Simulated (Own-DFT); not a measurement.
# Computed records: Si3Ge (diamond-structure random alloy, atoms displaced)

A calculation, not a measurement: plane-wave PBE density functional theory by an unreviewed code, no spin, of a simulated periodic cell, stress positive in tension, free energy of the whole cell less one offset for each atom, forces on such cells passed a denser k mesh, this cell's mesh not checked; offsets are fitted by least squares, one for each functional and potential file, so energies compare only between cells with the same atoms and settings and are not formation energies; the far tail of each file's local potential was reset to the Coulomb form; each entry is a single point on an unrelaxed cell, so the pressure reflects the starting lattice, mostly measured values, from which strain is counted, and rises with the displacements; printed positions are rounded, which can move forces by about a meV/angstrom; the program is a retired in-house code; no spin-orbit coupling. Program: Own-DFT development build.

Settings shared by all entries: functional PBE; potential files PseudoDojo norm-conserving, scalar-relativistic, standard set; wave cutoff 42 hartree; occupations Fermi-Dirac; smearing width 0.1 eV; k mesh 3 x 3 x 3 centred on Gamma.

(1) Si3Ge (diamond-structure random alloy, atoms displaced)

```cif
# cell vector a (Å): 10.9755 0.0000 0.0000
# cell vector b (Å): 0.0000 10.9755 0.0000
# cell vector c (Å): 0.0000 0.0000 10.9755
data_Si3Ge
_symmetry_space_group_name_H-M 'P 1'
_symmetry_Int_Tables_number 1
_cell_length_a 10.9755
_cell_length_b 10.9755
_cell_length_c 10.9755
_cell_angle_alpha 90.000
_cell_angle_beta 90.000
_cell_angle_gamma 90.000
_cell_volume 1322.13
loop_
_atom_site_label
_atom_site_type_symbol
_atom_site_fract_x
_atom_site_fract_y
_atom_site_fract_z
_atom_site_occupancy
Si1 Si 0.99780 0.00767 0.01138 1
Ge1 Ge 0.99837 0.25293 0.24202 1
Si2 Si 0.25287 0.99749 0.24969 1
Si3 Si 0.24454 0.24455 0.98933 1
Si4 Si 0.12250 0.12561 0.12620 1
Si5 Si 0.12863 0.37223 0.38104 1
Si6 Si 0.37129 0.12131 0.36848 1
Si7 Si 0.37868 0.38324 0.12370 1
Ge2 Ge 0.00908 0.99413 0.49909 1
Ge3 Ge 0.00719 0.25348 0.75502 1
Si8 Si 0.24967 0.00086 0.74106 1
Si9 Si 0.24517 0.25319 0.50555 1
Si10 Si 0.11610 0.12395 0.62430 1
Si11 Si 0.14024 0.38217 0.87800 1
Si12 Si 0.38281 0.11823 0.87043 1
Si13 Si 0.37814 0.36853 0.62308 1
Si14 Si 0.99353 0.49224 0.00469 1
Ge4 Ge 0.99820 0.75233 0.24118 1
Si15 Si 0.24833 0.49377 0.25381 1
Si16 Si 0.24840 0.74459 0.99230 1
Si17 Si 0.12964 0.62140 0.12239 1
Si18 Si 0.12292 0.86721 0.36395 1
Si19 Si 0.37749 0.62936 0.37505 1
Ge5 Ge 0.37922 0.87466 0.13481 1
Si20 Si 0.99788 0.50538 0.49652 1
Ge6 Ge 0.99931 0.74943 0.75269 1
Si21 Si 0.25797 0.49775 0.76125 1
Si22 Si 0.25572 0.74486 0.50054 1
Si23 Si 0.13795 0.62542 0.62496 1
Ge7 Ge 0.12507 0.87937 0.86494 1
Si24 Si 0.37329 0.62737 0.87790 1
Si25 Si 0.37258 0.87550 0.62745 1
Si26 Si 0.49540 0.99657 0.00014 1
Si27 Si 0.49696 0.24392 0.25089 1
Si28 Si 0.74568 0.99056 0.24287 1
Ge8 Ge 0.74640 0.25369 0.00036 1
Si29 Si 0.62615 0.12985 0.12646 1
Si30 Si 0.62458 0.37845 0.37129 1
Si31 Si 0.87046 0.12163 0.37765 1
Si32 Si 0.87305 0.37890 0.12727 1
Ge9 Ge 0.51141 0.00974 0.50291 1
Ge10 Ge 0.49791 0.24660 0.74976 1
Si33 Si 0.74704 0.99348 0.74881 1
Si34 Si 0.75659 0.24968 0.49466 1
Si35 Si 0.62834 0.12128 0.63011 1
Si36 Si 0.61874 0.37169 0.87994 1
Si37 Si 0.87137 0.12243 0.87637 1
Ge11 Ge 0.87952 0.36915 0.62427 1
Si38 Si 0.50295 0.50360 0.99790 1
Si39 Si 0.49231 0.75350 0.25243 1
Ge12 Ge 0.76418 0.49729 0.25376 1
Ge13 Ge 0.75026 0.75618 0.00639 1
Si40 Si 0.62156 0.62564 0.12757 1
Ge14 Ge 0.61962 0.88291 0.36931 1
Si41 Si 0.87749 0.61477 0.37102 1
Si42 Si 0.86852 0.87338 0.12973 1
Si43 Si 0.49287 0.50293 0.50182 1
Ge15 Ge 0.50834 0.74811 0.74681 1
Si44 Si 0.74810 0.51068 0.74868 1
Ge16 Ge 0.75368 0.75191 0.49633 1
Si45 Si 0.63112 0.62048 0.62398 1
Si46 Si 0.62259 0.86914 0.87089 1
Si47 Si 0.86985 0.61832 0.86890 1
Si48 Si 0.88016 0.86688 0.61453 1
```

* free energy of cell above offsets: -2.495 eV
* pressure: 2.91 GPa
* stress xx: -2.84 GPa
* stress yy: -2.93 GPa
* stress zz: -2.97 GPa
* stress yz: -0.2 GPa
* stress xz: -0.56 GPa
* stress xy: -0.27 GPa

Force:
```tsv
element	x (eV/Å)	y (eV/Å)	z (eV/Å)
Si	-0.545	-1.129	-1.08
Ge	0.088	-0.373	1.603
Si	-1.293	0.295	0.035
Si	1.539	-0.185	1.247
Si	1.206	0.026	-0.156
Si	-0.988	0.613	-0.463
Si	0.035	0.792	1.458
Si	-0.454	-1.358	-0.184
Ge	-0.886	0.059	-0.917
Ge	-0.12	-0.329	0.77
Si	0.293	0.734	0.282
Si	0.468	-1.259	-0.425
Si	1.473	0.354	0.199
Si	-2.165	-0.511	0.557
Si	-1.764	-0.143	0.435
Si	-0.726	0.965	0.355
Si	1.116	1.052	-1.097
Ge	-0.024	-1.466	0.288
Si	0.486	0.746	-0.069
Si	-0.146	0.971	0.989
Si	-0.479	-0.323	-0.218
Si	1.375	0.41	1.202
Si	-0.659	-0.921	-0.172
Ge	-1.311	-0.046	-2.155
Si	1.478	-0.687	0.865
Ge	-0.144	-0.961	-1.014
Si	0.481	0.505	-2.069
Si	-0.347	1.091	-0.443
Si	-1.047	-0.775	0.446
Ge	-0.012	0.519	1.836
Si	1.228	-0.225	-0.325
Si	0.726	-0.073	-0.916
Si	1.344	0.25	-0.032
Si	0.131	1.169	-0.315
Si	0.3	2.086	0.547
Ge	0.573	-0.238	0.094
Si	-0.602	-1.186	-0.206
Si	-0.366	-0.717	0.728
Si	0.533	-0.666	-1.138
Si	0.176	-1.063	-1.026
Ge	-2.288	-0.617	-0.183
Ge	0.805	0.106	-0.111
Si	0.92	-0.257	-0.121
Si	-1.53	-0.04	0.566
Si	1.341	1.402	-0.091
Si	0.449	1.277	-1.067
Si	0.287	-0.047	-0.036
Ge	-0.546	1.33	-0.08
Si	-0.412	0.101	0.321
Si	1.571	-1.343	0.394
Ge	-2.782	0.131	-0.742
Ge	-0.507	-1.318	-1.212
Si	0.335	0.096	0.443
Ge	0.272	-1.233	0.3
Si	0.804	2.358	0.817
Si	1.202	1.019	-0.843
Si	1.151	-0.334	-0.26
Ge	-1.334	-0.521	-0.246
Si	-0.323	-2.698	0.15
Ge	-0.633	-1.007	-0.872
Si	-0.868	0.479	-1.046
Si	0.375	1.265	1.119
Si	0.94	0.804	1.771
Si	-0.201	1.045	1.513
```

(2) Si3Ge (diamond-structure random alloy, atoms displaced)

```cif
# cell vector a (Å): 10.9755 0.0000 0.0000
# cell vector b (Å): 0.0000 10.9755 0.0000
# cell vector c (Å): 0.0000 0.0000 10.9755
data_Si3Ge
_symmetry_space_group_name_H-M 'P 1'
_symmetry_Int_Tables_number 1
_cell_length_a 10.9755
_cell_length_b 10.9755
_cell_length_c 10.9755
_cell_angle_alpha 90.000
_cell_angle_beta 90.000
_cell_angle_gamma 90.000
_cell_volume 1322.13
loop_
_atom_site_label
_atom_site_type_symbol
_atom_site_fract_x
_atom_site_fract_y
_atom_site_fract_z
_atom_site_occupancy
Si1 Si 0.99482 0.00628 0.99937 1
Si2 Si 0.00688 0.24914 0.24639 1
Si3 Si 0.24710 0.00138 0.24664 1
Si4 Si 0.23748 0.25486 0.99127 1
Si5 Si 0.13642 0.13403 0.12235 1
Ge1 Ge 0.13316 0.37934 0.38547 1
Si6 Si 0.37994 0.11445 0.37680 1
Si7 Si 0.37685 0.37653 0.12574 1
Si8 Si 0.99402 0.00351 0.49425 1
Ge2 Ge 0.99326 0.24929 0.74103 1
Si9 Si 0.24934 0.99873 0.75132 1
Si10 Si 0.24030 0.24755 0.49357 1
Si11 Si 0.12750 0.12343 0.63302 1
Si12 Si 0.12736 0.37020 0.87721 1
Si13 Si 0.37715 0.12342 0.87399 1
Si14 Si 0.37728 0.37413 0.62886 1
Si15 Si 0.99360 0.50565 0.99895 1
Si16 Si 0.00656 0.74989 0.24513 1
Si17 Si 0.25196 0.49605 0.25271 1
Si18 Si 0.24351 0.75450 0.99455 1
Ge3 Ge 0.11943 0.62661 0.12368 1
Si19 Si 0.13273 0.87377 0.36522 1
Si20 Si 0.37688 0.62516 0.38305 1
Si21 Si 0.37276 0.86775 0.11985 1
Si22 Si 0.99026 0.51193 0.51253 1
Si23 Si 0.99109 0.75521 0.75534 1
Si24 Si 0.24437 0.49991 0.75115 1
Si25 Si 0.24810 0.75835 0.49485 1
Ge4 Ge 0.10830 0.62727 0.62189 1
Si26 Si 0.12788 0.86718 0.87991 1
Si27 Si 0.37233 0.62766 0.87162 1
Si28 Si 0.38227 0.86859 0.62170 1
Si29 Si 0.49597 0.00120 0.00673 1
Si30 Si 0.49948 0.25185 0.24493 1
Ge5 Ge 0.75634 0.00129 0.24777 1
Si31 Si 0.74430 0.25684 0.00989 1
Si32 Si 0.62421 0.12643 0.12712 1
Si33 Si 0.62788 0.37275 0.37797 1
Ge6 Ge 0.88678 0.12953 0.38300 1
Si34 Si 0.86903 0.37976 0.11198 1
Si35 Si 0.49892 0.00226 0.49403 1
Si36 Si 0.49846 0.24548 0.74202 1
Ge7 Ge 0.74747 0.99882 0.74890 1
Ge8 Ge 0.76110 0.24480 0.50970 1
Ge9 Ge 0.62221 0.12402 0.62211 1
Si37 Si 0.62660 0.38038 0.87925 1
Ge10 Ge 0.87682 0.11529 0.87729 1
Si38 Si 0.87577 0.36671 0.61817 1
Si39 Si 0.49232 0.49415 0.99504 1
Si40 Si 0.48914 0.75308 0.24185 1
Si41 Si 0.74464 0.50446 0.24431 1
Si42 Si 0.74672 0.75165 0.99190 1
Si43 Si 0.62128 0.63424 0.12663 1
Ge11 Ge 0.62998 0.87304 0.36581 1
Si44 Si 0.87265 0.63810 0.37848 1
Si45 Si 0.87769 0.87303 0.12873 1
Si46 Si 0.50166 0.50227 0.49320 1
Ge12 Ge 0.50585 0.74601 0.74615 1
Ge13 Ge 0.74576 0.49463 0.74955 1
Ge14 Ge 0.75641 0.75982 0.51395 1
Ge15 Ge 0.62711 0.63584 0.62328 1
Si47 Si 0.63014 0.86966 0.88276 1
Si48 Si 0.88512 0.62694 0.87394 1
Ge16 Ge 0.87164 0.87793 0.62397 1
```

- free energy of cell above offsets: -0.665 eV
- pressure: 3.38 GPa
- stress xx: -3.34 GPa
- stress yy: -3.5 GPa
- stress zz: -3.29 GPa
- stress yz: 1.5 GPa
- stress xz: -1.08 GPa
- stress xy: 0.86 GPa

Force:
```tsv
element	x (eV/Å)	y (eV/Å)	z (eV/Å)
Si	2.185	-1.683	1.573
Si	-0.264	1.306	-0.121
Si	1.218	-0.092	-0.396
Si	3.167	-0.887	1.196
Si	-1.523	-1.107	0.068
Ge	-2.363	0.99	-1.101
Si	-1.43	1.891	-1.212
Si	-1.005	-0.449	-0.517
Si	2.815	-1.679	1.491
Ge	1.088	-0.254	1.547
Si	0.695	-0.892	0.128
Si	2.394	-1.442	1.866
Si	-0.336	-0.333	-1.542
Si	-2.141	1.954	-1.423
Si	-0.541	0.289	0.04
Si	-0.838	0.352	-1.11
Si	1.074	-1.148	-0.394
Si	-1.042	0.59	1.282
Si	0.518	1.021	-0.154
Si	1.486	-1.581	0.874
Ge	1.247	-0.977	-0.169
Si	-1.411	0.729	0.511
Si	-0.76	0.445	-1.436
Si	-1.001	1.437	-0.055
Si	-1.042	-1.934	-2.628
Si	1.208	0.355	-0.313
Si	0.351	0.073	-0.249
Si	0.295	-1.031	0.683
Ge	2.39	1.55	1.622
Si	-1.66	2.23	-1.305
Si	-0.43	-0.513	0.206
Si	-0.936	1.33	-0.027
Si	0.629	-0.345	-0.628
Si	0.058	-0.482	1.187
Ge	0.163	0.724	0.083
Si	-0.202	-1.213	-1.6
Si	-0.12	-0.019	-0.071
Si	0.109	0.09	-0.649
Ge	-0.908	0.473	-2.351
Si	0.899	0.214	2.12
Si	0.736	-1.546	0.595
Si	0.216	0.904	1.636
Ge	-0.759	-0.251	0.781
Ge	-1.994	0.167	-1.702
Ge	-0.204	-0.372	-0.006
Si	-1.016	-1.487	-0.263
Ge	-1.389	2.252	-0.35
Si	0.238	2.592	1.196
Si	0.55	1.444	0.5
Si	0.788	-0.922	1.369
Si	0.5	0.076	0.78
Si	1.685	-1.219	1.801
Si	-0.339	-0.899	-1.035
Ge	-1.066	0.016	0.699
Si	0.224	-1.115	-0.729
Si	0.047	-0.035	-1.305
Si	0.301	-0.588	1.208
Ge	-1.08	1.135	1.793
Ge	1.263	0.636	-0.278
Ge	-1.406	-1.294	-3.009
Ge	0.154	-2.632	-0.777
Si	-1.712	1.644	-1.07
Si	-2.067	-0.185	-0.101
Ge	2.294	1.699	1.241
```

(3) Si3Ge (diamond-structure random alloy, atoms displaced)

```cif
# cell vector a (Å): 10.9755 0.0000 0.0000
# cell vector b (Å): 0.0000 10.9755 0.0000
# cell vector c (Å): 0.0000 0.0000 10.9755
data_Si3Ge
_symmetry_space_group_name_H-M 'P 1'
_symmetry_Int_Tables_number 1
_cell_length_a 10.9755
_cell_length_b 10.9755
_cell_length_c 10.9755
_cell_angle_alpha 90.000
_cell_angle_beta 90.000
_cell_angle_gamma 90.000
_cell_volume 1322.13
loop_
_atom_site_label
_atom_site_type_symbol
_atom_site_fract_x
_atom_site_fract_y
_atom_site_fract_z
_atom_site_occupancy
Si1 Si 0.00868 0.00799 0.99095 1
Si2 Si 0.00719 0.24938 0.24484 1
Si3 Si 0.25738 0.98557 0.25323 1
Si4 Si 0.24745 0.25206 0.99692 1
Si5 Si 0.12071 0.12612 0.12654 1
Si6 Si 0.11765 0.37275 0.37708 1
Si7 Si 0.37976 0.12850 0.37770 1
Si8 Si 0.37664 0.36949 0.12497 1
Si9 Si 0.00374 0.99671 0.49436 1
Si10 Si 0.99447 0.24742 0.75192 1
Ge1 Ge 0.25349 0.00721 0.75729 1
Si11 Si 0.25320 0.25201 0.50081 1
Si12 Si 0.12791 0.12663 0.62867 1
Si13 Si 0.12337 0.36839 0.87540 1
Si14 Si 0.37248 0.12725 0.87924 1
Si15 Si 0.36047 0.38539 0.63300 1
Ge2 Ge 0.99863 0.49417 0.00016 1
Si16 Si 0.99682 0.74928 0.25463 1
Si17 Si 0.23698 0.49889 0.24900 1
Si18 Si 0.25619 0.74726 0.00206 1
Si19 Si 0.11932 0.62331 0.12187 1
Si20 Si 0.12643 0.87007 0.36724 1
Si21 Si 0.36836 0.62150 0.37060 1
Si22 Si 0.37711 0.86200 0.12686 1
Si23 Si 0.99849 0.49831 0.50655 1
Ge3 Ge 0.00754 0.75421 0.75279 1
Si24 Si 0.25135 0.50194 0.74365 1
Ge4 Ge 0.25454 0.75136 0.49634 1
Si25 Si 0.13565 0.62870 0.61818 1
Si26 Si 0.12369 0.88246 0.88003 1
Si27 Si 0.38513 0.62591 0.87949 1
Si28 Si 0.37820 0.86720 0.62460 1
Ge5 Ge 0.48946 0.00019 0.99669 1
Si29 Si 0.49075 0.25170 0.24888 1
Si30 Si 0.74334 0.00618 0.24935 1
Si31 Si 0.73686 0.25981 0.00621 1
Si32 Si 0.62482 0.13687 0.11982 1
Ge6 Ge 0.62755 0.38406 0.38278 1
Ge7 Ge 0.87360 0.12367 0.37203 1
Si33 Si 0.87335 0.37512 0.12332 1
Ge8 Ge 0.49467 0.00481 0.50335 1
Si34 Si 0.49441 0.23704 0.74696 1
Si35 Si 0.75072 0.00415 0.74882 1
Ge9 Ge 0.74506 0.24649 0.50294 1
Si36 Si 0.61961 0.11608 0.62579 1
Ge10 Ge 0.63108 0.37253 0.87473 1
Si37 Si 0.87216 0.11839 0.87090 1
Si38 Si 0.87250 0.38080 0.62192 1
Ge11 Ge 0.50197 0.51183 0.00760 1
Si39 Si 0.50346 0.73844 0.25029 1
Ge12 Ge 0.75451 0.50321 0.23807 1
Si40 Si 0.75627 0.75843 0.99491 1
Si41 Si 0.61761 0.63202 0.13127 1
Si42 Si 0.62403 0.87835 0.37945 1
Si43 Si 0.88493 0.62961 0.37610 1
Ge13 Ge 0.87878 0.88021 0.12193 1
Ge14 Ge 0.50395 0.49771 0.50130 1
Si44 Si 0.50281 0.74643 0.74583 1
Si45 Si 0.74135 0.49715 0.73666 1
Si46 Si 0.74481 0.74973 0.50646 1
Ge15 Ge 0.62999 0.62209 0.62929 1
Si47 Si 0.61019 0.87426 0.88466 1
Si48 Si 0.88074 0.62184 0.87929 1
Ge16 Ge 0.88774 0.87393 0.62141 1
```

- free energy of cell above offsets: -1.794 eV
- pressure: 3.11 GPa
- stress xx: -2.97 GPa
- stress yy: -3.14 GPa
- stress zz: -3.22 GPa
- stress yz: 0.1 GPa
- stress xz: 0.04 GPa
- stress xy: 0.81 GPa

Force:
```tsv
element	x (eV/Å)	y (eV/Å)	z (eV/Å)
Si	-1.182	0.104	1.098
Si	-1.448	0.528	0.561
Si	-0.227	1.586	-0.45
Si	0.232	-0.338	0.871
Si	1.78	-0.761	-0.396
Si	0.594	0.057	0.23
Si	-1.308	-0.233	-0.631
Si	-1.315	1.234	-0.218
Si	0.936	0.676	-0.076
Si	0.065	0.359	-0.469
Ge	-0.254	-1.322	-0.913
Si	-0.647	0.176	0.054
Si	-0.566	0.093	-0.873
Si	0.175	0.659	-1.042
Si	-0.048	0.787	-0.118
Si	2.653	-2.579	-1.663
Ge	0.344	0	-0.156
Si	0.779	0.245	-1.301
Si	0.827	-0.471	-0.127
Si	-1.188	-0.045	-0.55
Si	0.422	0.64	0.443
Si	-0.269	0.414	0.742
Si	0.671	-0.559	-0.205
Si	0.384	0.545	0.39
Si	0.638	0.725	-0.748
Ge	0.309	-1.12	0.299
Si	-1.349	1.376	2.721
Ge	-0.089	0.22	-0.53
Si	-1.139	-0.67	0.803
Si	1.519	-1.029	-0.074
Si	-1.544	0.264	-1.396
Si	-0.307	0.985	0.707
Ge	0.387	0.339	1.666
Si	1.575	-0.014	0.477
Si	-0.086	-0.47	-0.56
Si	2.87	-1.09	-0.536
Si	-1.384	-1.436	1.247
Ge	0.372	-1.479	-2.23
Ge	0.566	0.149	-0.076
Si	0.401	-1.204	0.062
Ge	0.134	-1.269	-0.388
Si	-0.097	1.603	0.23
Si	-0.717	-1.546	0.134
Ge	0.376	0.038	0.353
Si	0.826	0.913	0.652
Ge	-1.873	0.742	-1.24
Si	-0.366	1.438	0.991
Si	0.064	-1.115	0.673
Ge	0.038	-1.928	-0.228
Si	-1.187	1.957	1.791
Ge	-0.136	0.766	1.51
Si	-1.113	-1.004	0.358
Si	2.83	-0.051	-1.548
Si	-0.148	-0.554	-0.582
Si	-1.652	-0.728	0.836
Ge	-0.014	0.551	0.349
Ge	-2.311	1.027	0.813
Si	-0.182	0.417	1.01
Si	2.458	-0.566	2.553
Si	1.334	0.398	-1.188
Ge	-1.286	1.206	-0.997
Si	1.986	-0.273	-1.887
Si	-1.365	0.299	-1.395
Ge	-1.746	0.336	0.165
```
